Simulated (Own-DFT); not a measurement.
Simulation results for Al$_{32}$O$_{47}$ (corundum with one vacancy, atoms displaced)

All values are calculated (Own-DFT development build). A calculation, not a measurement: plane-wave PBE density functional theory by an unreviewed code, no spin, of a simulated periodic cell, stress positive in tension, free energy of the whole cell less one offset for each atom, defect cell not probed for a lower state with spin; oxygen file: force components 24 meV/angstrom off all-electron in one glass; forces on such cells passed a denser k mesh, this cell's mesh not checked; offsets are fitted by least squares, one for each functional and potential file, so energies compare only between cells with the same atoms and settings and are not formation energies; the far tail of each file's local potential was reset to the Coulomb form; each entry is a single point on an unrelaxed cell, so the pressure reflects the starting lattice, mostly measured values, from which strain is counted, and rises with the displacements; printed positions are rounded, which can move forces by about a meV/angstrom; the program is a retired in-house code; no spin-orbit coupling; before rounding, a Quantum ESPRESSO 7.3.1 run of the same cell and cutoff gave forces within 1 meV/angstrom rms on each cell, which checks the program and not the settings.

Settings shared by all entries: functional PBE; potential files PseudoDojo norm-conserving, scalar-relativistic, standard set; wave cutoff 72 hartree; occupations Fermi-Dirac; smearing width 0.1 eV; k mesh 3 x 3 x 3 centred on Gamma.

(1) Al$_{32}$O$_{47}$ (corundum with one vacancy, atoms displaced)

```xyz
79
Lattice="5.4940 0.0000 8.6604 -2.7470 4.7579 8.6604 -2.7470 -4.7579 8.6604" Properties=species:S:1:pos:R:3 Al32O47
Al     0.0026    -0.1660     4.5748
Al     0.0175     0.0064     8.4349
Al    -0.0175    -0.0007    11.0107
Al     0.0074    -0.0178     2.0407
O     -0.0856     1.7005     7.4228
O      1.3326    -0.7251     7.6208
O     -1.4280    -0.9267     7.5631
O      0.1091    -1.6895     5.5218
O     -1.3898     0.6865     5.4679
O      1.3779     0.9694     5.4683
Al    -1.4125    -2.3296     8.8468
Al    -1.4237    -2.3450    12.7491
Al    -1.3604    -2.3800    15.3793
Al    -1.4773    -2.4579     6.1643
O     -1.5160    -0.7161    11.8678
O      0.0409    -3.1708    11.9242
O     -2.7188    -3.3132    11.9212
O     -1.2009    -4.0702     9.7545
O     -2.9284    -1.5627     9.7568
O     -0.0796    -1.4488     9.6823
Al    -1.3251     2.3934     8.9152
Al    -1.3876     2.3641    12.7184
Al    -1.3562     2.4129    15.3455
Al    -1.4198     2.4529     6.3247
O     -1.4196     4.0238    11.9661
O      0.1273     1.6123    11.8869
O     -2.6832     1.4192    11.9398
O     -1.2832     0.7202     9.7397
O     -2.8543     3.0319     9.7801
O     -0.0359     3.3126     9.7375
Al    -2.6895     0.0160    13.1932
Al    -2.7492    -0.0432    17.0779
Al    -2.7347     0.0305    19.6767
Al    -2.6696    -0.0231    10.6077
O     -2.9263     1.6875    16.3382
O     -1.1581    -0.8101    16.2813
O     -4.1769    -0.8782    16.3098
O     -2.6305    -1.6563    14.0598
O     -4.2134     0.7274    14.1043
O     -1.4709     0.8518    14.0759
Al     2.7729     0.0620     8.8298
Al     2.6568     0.0190    12.7343
Al     2.8081    -0.0559    15.3378
Al     2.7707     0.0647     6.2049
O      2.6092     1.6364    11.9540
O      4.2072    -0.7318    11.8900
O      1.3757    -0.9163    11.9026
O      2.9240    -1.6136     9.6772
O      1.2422     0.8256     9.8418
O      4.1057     0.8416     9.7333
Al     1.2531    -2.3373    13.3244
Al     1.4304    -2.3593    17.1083
Al     1.3635    -2.3366    19.7084
Al     1.3974    -2.4141    10.5194
O      1.2507    -0.7068    16.2409
O      2.9209    -3.1269    16.1855
O      0.0344    -3.2875    16.1999
O      1.4247    -4.0728    14.1239
O      0.0018    -1.6593    14.1069
O      2.7137    -1.4313    14.0480
Al     1.3611     2.4232    13.2417
Al     1.2642     2.3846    17.0597
Al     1.4955     2.4379    19.8170
Al     1.3466     2.4198    10.5855
O      1.2286     4.0153    16.3157
O      2.8771     1.6004    16.1822
O     -0.1191     1.3664    16.2569
O      1.4582     0.6654    14.1860
O      2.7599     3.2708    14.0264
Al     0.1009     0.0177    17.5770
Al     0.0213     0.0348    21.4073
Al    -0.0471    -0.0220    23.9691
Al     0.0155     0.0232    14.9380
O     -0.1493     1.6646    20.5501
O      1.4475    -0.6674    20.5708
O     -1.4300    -0.9373    20.5464
O      0.0860    -1.6498    18.3422
O     -1.5456     0.6784    18.4505
O      1.2981     0.9523    18.3867
```

- free energy of cell above offsets: -51.961 eV
- pressure: 9.5 GPa
- stress xx: -9.06 GPa
- stress yy: -10.07 GPa
- stress zz: -9.37 GPa
- stress yz: -1.07 GPa
- stress xz: -0.06 GPa
- stress xy: -0.31 GPa

Force:
```csv
element,x (eV/Å),y (eV/Å),z (eV/Å)
Al,-0.109,3.25,1.594
Al,-2.005,0.8,-0.612
Al,0.978,-0.277,0.577
Al,0.541,0.699,-2.685
O,-0.961,-0.98,3.366
O,3.181,-0.225,-0.972
O,0.614,-0.071,0.647
O,-0.26,-0.1,-2.05
O,-1.206,-0.039,-1.151
O,-0.005,-1.038,-1.234
Al,0.737,-1.267,0.049
Al,0.392,-1.389,0.097
Al,0.434,0.417,0.065
Al,1.509,1.838,2.317
O,0.733,-0.616,0.536
O,0.662,1.661,0.668
O,-1.056,0.08,-0.745
O,-2.283,0.732,0.425
O,0.779,-1.845,-0.631
O,1.448,0.454,1.847
Al,-1.65,-0.468,-0.49
Al,1.937,-0.572,0.711
Al,-1.122,-0.459,1.575
Al,1.208,-1.946,-0.837
O,-1.244,-0.574,0.246
O,-1.039,0.65,1.043
O,-1.057,0.8,-0.563
O,0.613,0.547,-0.47
O,0.743,0.88,0.607
O,0.646,-0.685,0.264
Al,-1.864,-1.436,0.629
Al,0.652,1.427,-0.25
Al,-0.496,-0.119,0.551
Al,-2.131,1.299,-0.938
O,1.7,-0.911,-1.692
O,-1.909,0.656,-0.342
O,-0.279,-0.732,-1.369
O,0.009,1.174,-0.506
O,-0.641,-1.473,-1.57
O,2.391,1.248,0.941
Al,-1.168,-0.662,1.035
Al,1.027,-0.044,0.565
Al,-0.685,1.268,0.94
Al,-2.426,-1.715,1.168
O,0.624,0.911,-0.479
O,0.603,0.497,1.304
O,-1.119,-0.406,-0.663
O,-2.112,-0.106,1.135
O,0.33,-2.01,-2.415
O,1.124,1.911,0.713
Al,3.6,-1.928,-3.505
Al,-1.051,-0.085,-1.113
Al,-0.46,-0.839,0.687
Al,0.073,0.68,0.466
O,1.277,-0.697,0.221
O,-2.294,0.102,0.721
O,0.22,-0.44,0.668
O,2.513,1.154,-1.784
O,-4.344,1.801,1.321
O,0.258,-1.141,-0.325
Al,-0.989,-0.963,0.125
Al,1.639,-1.09,0.506
Al,-2.171,-2.068,-2.286
Al,0.348,0.397,0.171
O,0.617,0.548,-2.381
O,-0.678,1.259,1.038
O,0.775,2.031,-0.316
O,0.931,1.972,-2.441
O,-0.126,1.199,0.558
Al,-2.318,-1.26,-0.522
Al,-0.918,0.072,-0.983
Al,0.36,-0.103,2.378
Al,-1.114,-1.074,0.801
O,0.794,-0.056,0.61
O,0.787,-0.69,-0.359
O,1.01,0.276,0.861
O,0.384,-0.722,1.507
O,1.936,0.435,-0.992
O,2.148,0.195,1.419
```

(2) Al$_{32}$O$_{47}$ (corundum with one vacancy, atoms displaced)

```xyz
79
Lattice="5.4940 0.0000 8.6604 -2.7470 4.7579 8.6604 -2.7470 -4.7579 8.6604" Properties=species:S:1:pos:R:3 Al32O47
Al    -0.0487    -0.0628     4.5599
Al    -0.0650    -0.0276     8.5765
Al    -0.0221     0.0431    11.0172
Al    -0.0483     0.0030     1.9199
O     -0.1889     1.6868     7.4796
O      1.4522    -0.7116     7.6326
O     -1.3493    -0.9821     7.5461
O      0.1419    -1.6954     5.3261
O     -1.5573     0.7417     5.5009
O      1.3441     0.8966     5.5340
Al    -1.3599    -2.4513     8.8971
Al    -1.3254    -2.3467    12.7216
Al    -1.4315    -2.3711    15.4538
Al    -1.4010    -2.3181     6.3134
O     -1.4702    -0.8006    11.9394
O      0.1014    -3.1343    11.9008
O     -2.7416    -3.3058    11.8218
O     -1.1953    -4.0042     9.7651
O     -2.9268    -1.6081     9.7632
O      0.0532    -1.4553     9.7324
Al    -1.3951     2.3491     8.9139
Al    -1.3553     2.3809    12.7139
Al    -1.4925     2.3331    15.4482
Al    -1.2990     2.4553     6.3069
O     -1.5057     3.9625    11.9319
O     -2.7186     1.5030    11.9020
O     -1.2526     0.7515     9.7516
O     -2.8639     3.1568     9.7329
O      0.0622     3.3177     9.8352
Al    -2.5837     0.0118    13.1319
Al    -2.7090    -0.0063    17.1085
Al    -2.7784     0.0136    19.7177
Al    -2.6627     0.0559    10.6176
O     -2.7938     1.6486    16.2580
O     -1.2296    -0.7225    16.2689
O     -4.1423    -0.9870    16.3167
O     -2.6370    -1.6862    14.1172
O     -4.3227     0.7578    14.0804
O     -1.4195     0.8266    14.0202
Al     2.6583    -0.0180     8.7386
Al     2.7759    -0.0274    12.7289
Al     2.8091     0.0389    15.4557
Al     2.7103    -0.0202     6.2741
O      2.5885     1.5843    11.8257
O      4.2393    -0.7427    11.8693
O      1.4734    -0.9647    11.8895
O      2.8704    -1.6518     9.7441
O      1.3218     0.6453     9.7648
O      4.1815     0.8609     9.7011
Al     1.4350    -2.3110    13.1996
Al     1.3907    -2.3931    17.1461
Al     1.3440    -2.3300    19.7504
Al     1.3596    -2.4300    10.5191
O      1.2663    -0.6175    16.2392
O      2.8546    -3.1725    16.2571
O     -0.0344    -3.3310    16.2356
O      1.4657    -4.0571    14.1371
O     -0.0953    -1.6549    14.1579
O      2.7337    -1.3913    14.0508
Al     1.4431     2.3776    13.3078
Al     1.3769     2.4176    17.1146
Al     1.4362     2.4399    19.6958
Al     1.4137     2.3942    10.5457
O      1.2348     4.0772    16.2294
O      2.8360     1.6080    16.2930
O      0.0128     1.4683    16.2635
O      1.4254     0.7026    14.0072
O     -0.0804     3.0816    14.1086
O      2.7501     3.2664    14.1055
Al     0.0067     0.0357    17.6030
Al     0.0951    -0.0393    21.3900
Al     0.0581     0.0467    24.0585
Al     0.0764     0.0133    14.8611
O     -0.0433     1.6084    20.5974
O      1.3832    -0.7532    20.5005
O     -1.3943    -0.9359    20.6315
O      0.0658    -1.6027    18.3980
O     -1.4789     0.7363    18.4399
O      1.2980     0.8973    18.4494
```

- free energy of cell above offsets: -52.305 eV
- pressure: 9.56 GPa
- stress xx: -9.41 GPa
- stress yy: -9.2 GPa
- stress zz: -10.07 GPa
- stress yz: -0.07 GPa
- stress xz: 0.14 GPa
- stress xy: -0.53 GPa

Force:
```csv
element,x (eV/Å),y (eV/Å),z (eV/Å)
Al,1.057,1.51,0.742
Al,1.678,0.301,-3.568
Al,2.469,0.488,3.054
Al,0.961,0.582,0.112
O,0.683,-1.811,3.547
O,-1.47,-1.288,-1.137
O,0.217,0.736,1.511
O,-1.182,-0.349,1.913
O,1.308,-0.206,-1.736
O,-0.985,-0.026,-2.05
Al,-0.693,0.841,0.455
Al,-0.283,-2.76,1.951
Al,1.769,-0.092,-0.938
Al,-0.323,-1.327,-2.375
O,-0.151,1.681,-2.062
O,0.179,0.759,0.131
O,0.246,0.193,1.439
O,-0.823,-0.754,-0.139
O,1.833,-0.117,-0.548
O,-1.913,-0.226,0.094
Al,0.286,1.522,-0.375
Al,2.117,-0.689,0.757
Al,4.226,1.41,-1.781
Al,-2.228,-0.922,-1.161
O,0.106,1.835,-1.134
O,-0.334,-1.622,-0.78
O,-0.089,-0.614,-0.184
O,0.556,-1.12,-0.035
O,-1.72,-0.579,-1.729
Al,-3.822,-1.136,1.621
Al,0.203,-0.731,-0.201
Al,0.736,-0.963,1.53
Al,-3.181,-0.824,-0.918
O,-2.771,-1.074,1.093
O,-0.873,0.064,0.188
O,0.379,1.779,-0.219
O,0.697,1.593,-1.862
O,2.316,-0.126,0.046
O,2.126,1.873,1.924
Al,2.261,-0.045,2.649
Al,-0.801,0.744,0.228
Al,-1.502,-0.328,-0.827
Al,1.037,0.164,-1.218
O,0.667,0.603,0.82
O,0.079,0.828,1.011
O,-1.752,0.024,-0.618
O,-0.134,0.091,-0.32
O,-1.575,1.449,-0.277
O,-1.505,1.434,-0.449
Al,-0.63,-2.218,0.684
Al,-1.015,0.145,-1.148
Al,0.06,-1.644,-0.733
Al,1.698,1.072,1.761
O,0.742,-1.838,0.523
O,0.851,2.063,0.952
O,0.238,1.283,0.847
O,0.184,0.967,-0.94
O,0.078,-0.392,-1.581
O,1.098,-0.649,1.123
Al,-1.351,0.289,-0.843
Al,-0.886,-0.176,-0.947
Al,-2.12,-1.587,0.258
Al,-0.346,-0.814,1.459
O,0.661,-1.158,0.303
O,0.158,0.995,0.746
O,-0.964,0.377,-0.52
O,1.237,0.86,-0.484
O,-0.842,-0.605,-0.134
O,1.334,0.277,0.389
Al,-0.075,-0.195,-1.373
Al,-2.793,1.302,1.309
Al,-1.989,-1.383,-0.77
Al,-1.389,-0.274,1.405
O,-0.402,0.788,-0.474
O,2.98,0.676,0.706
O,0.199,-0.328,-0.499
O,0.92,-0.981,-0.13
O,-0.19,-0.679,-0.715
O,2.476,1.051,0.649
```

(3) Al$_{32}$O$_{47}$ (corundum with one vacancy, atoms displaced)

```xyz
79
Lattice="5.4940 0.0000 8.6604 -2.7470 4.7579 8.6604 -2.7470 -4.7579 8.6604" Properties=species:S:1:pos:R:3 Al32O47
Al    -0.0208    -0.0100     4.4872
Al    -0.0664     0.0162     8.5410
Al    -0.0888    -0.0764    10.9336
Al    -0.0548     0.0059     1.9911
O     -0.1711     1.6111     7.6890
O      1.4831    -0.6994     7.5672
O     -1.4281    -0.9066     7.4917
O      0.0624    -1.7136     5.4660
O     -1.5926     0.7561     5.4425
O      1.3025     0.9553     5.4404
Al    -1.4494    -2.3149     8.9589
Al    -1.3968    -2.3735    12.8336
Al    -1.4225    -2.4788    15.3994
Al    -1.3805    -2.4468     6.1665
O     -1.4611    -0.7380    11.9534
O      0.2868    -3.1354    11.8873
O     -2.6835    -3.2710    11.8977
O     -1.3805    -4.0516     9.8523
O     -2.8512    -1.7006     9.8321
O     -0.1267    -1.5173     9.7366
Al    -1.3743     2.4509     8.8295
Al    -1.3337     2.3424    12.7007
Al    -1.3724     2.3925    15.3815
Al    -1.4319     2.3045     6.1892
O     -1.5304     4.0623    11.9353
O      0.1013     1.6129    11.8823
O     -2.7456     1.4413    11.8668
O     -1.2126     0.8101     9.7241
O     -2.9968     3.0712     9.7407
O     -0.0138     3.3554     9.7148
Al    -2.6853    -0.1117    13.1724
Al    -2.8232     0.0665    17.0610
Al    -2.7350    -0.0114    19.7078
Al    -2.7036     0.0178    10.5918
O     -2.7471     1.6552    16.1829
O     -1.2259    -0.7059    16.1962
O     -4.1812    -0.9113    16.2902
O     -2.6192    -1.5648    14.0634
O     -4.1928     0.7140    14.0164
O     -1.3403     0.9383    14.1436
Al     2.8293    -0.0031     8.9389
Al     2.7073    -0.0061    12.7768
Al     2.7885    -0.0462    15.4987
Al     2.8141    -0.0766     6.3054
O      2.6651     1.7430    11.9645
O      4.3657    -0.7293    12.0319
O      1.4731    -0.8567    11.9984
O      2.8555    -1.6919     9.7082
O      1.1962     0.7489     9.7126
O      3.9766     0.9304     9.7548
Al     1.3086    -2.2810    13.2313
Al     1.3687    -2.3526    17.0358
Al     1.3885    -2.3621    19.7052
Al     1.2871    -2.3635    10.6607
O      1.3224    -0.7040    16.2855
O      2.8622    -3.1087    16.2373
O      0.0095    -3.3032    16.2435
O      1.4646    -3.9768    14.0115
O     -0.1338    -1.6331    14.1185
O      2.7228    -1.5476    13.9998
Al     1.3688     2.3994    13.3174
Al     1.3717     2.4736    17.0991
Al     1.3943     2.3761    19.7326
Al     1.3713     2.3407    10.4769
O      1.2848     4.0696    16.1643
O      2.9063     1.7160    16.2763
O     -0.0781     1.4605    16.3289
O     -0.0627     3.0630    13.9841
O      2.7329     3.3562    13.9502
Al    -0.0754    -0.0239    17.4991
Al     0.0221     0.0309    21.3670
Al    -0.0001    -0.0450    24.0406
Al    -0.0450     0.0179    14.9711
O     -0.0805     1.7018    20.6566
O      1.4334    -0.7336    20.5475
O     -1.4682    -0.9745    20.5369
O      0.1374    -1.7113    18.3900
O     -1.6127     0.7223    18.3197
O      1.3486     0.8360    18.3982
```

* stress yy: —

**Q.** Al$_{32}$O$_{47}$ (corundum with one vacancy, atoms displaced) (entry 3): stress yy?
**A.** -9.78 GPa

Further results for Al$_{32}$O$_{47}$ (corundum with one vacancy, atoms displaced) (entry 3):

- free energy of cell above offsets: -50.704 eV
- pressure: 10.46 GPa
- stress xx: -10.91 GPa
- stress zz: -10.7 GPa
- stress yz: -0.23 GPa
- stress xz: -0.73 GPa
- stress xy: -0.05 GPa

Force:
```csv
element,x (eV/Å),y (eV/Å),z (eV/Å)
Al,1.182,0.138,3.286
Al,1.201,-0.473,-3.817
Al,1.898,2.479,3.712
Al,0.028,-0.317,-0.78
O,1.194,1.194,-2.43
O,0.142,-0.265,0.379
O,2.635,-1.343,3.066
O,1.585,1.665,-1.627
O,1.199,-1.428,-0.999
O,0.373,-0.729,-0.287
Al,-0.427,-2.755,-2.126
Al,0.921,-0.739,-0.614
Al,0.498,1.146,1.119
Al,-0.21,0.228,0.813
O,0.243,-0.292,-1.147
O,-3.448,0.795,1.221
O,-1.123,0.183,0.325
O,1.186,1.19,-1.957
O,-0.01,1.024,-0.695
O,1.963,1.663,1.175
Al,-0.197,-0.089,1.359
Al,-0.358,0.102,0.584
Al,0.108,0.086,-0.259
Al,0.084,2.035,0.493
O,1.292,-0.806,-0.264
O,-0.065,-0.821,-0.717
O,0.823,-0.263,0.333
O,-1.923,-1.564,1.074
O,2.115,1.38,0.38
O,-0.456,-0.912,-0.397
Al,-1.353,3.815,0.768
Al,0.93,-0.172,-0.102
Al,-0.476,-0.411,0.119
Al,-2.072,0.46,-0.479
O,-3.178,-0.38,1.486
O,-1.336,-1.407,0.64
O,0.421,0.522,-0.917
O,-0.928,-3.042,1.664
O,-0.136,-0.839,0.496
O,-0.913,-0.394,-1.95
Al,-3.259,-0.5,-1.355
Al,1.657,2.065,1.47
Al,-2.414,1.964,-2.221
Al,-1.214,1.533,-1.757
O,0.02,-1.709,-0.568
O,-3.385,-0.616,-2.316
O,-3.704,-1.264,-3.406
O,-1.123,0.99,1.013
O,1.002,-1.94,-0.05
O,3.295,0.07,1.64
Al,1.043,-1.718,0.69
Al,-0.45,-0.458,0.192
Al,-1.069,0.05,0.886
Al,2.769,-0.989,-1.735
O,-0.765,-0.38,-0.061
O,0.17,-0.249,0.274
O,-0.173,-0.13,-0.201
O,-0.225,-0.993,1.221
O,-0.14,-0.463,-0.699
O,0.924,1.679,1.562
Al,0.942,-2.24,-2.502
Al,-0.721,-2.763,-0.683
Al,-1.111,-0.874,0.463
Al,-0.374,1.205,2.508
O,-0.181,-1.161,1.428
O,-1.422,-0.651,-0.663
O,1.409,0.816,-0.706
O,-2.174,1.857,2.397
O,1.136,-0.26,2.527
Al,0.692,0.583,1.678
Al,-1.276,0.137,0.066
Al,0.763,1.596,-1.383
Al,1.592,0.526,-1.076
O,0.539,0.163,-2.095
O,1.668,-0.035,-0.248
O,1.371,0.852,0.043
O,-0.634,1.157,-0.761
O,1.156,0.858,1.322
O,0.257,0.626,0.178
```
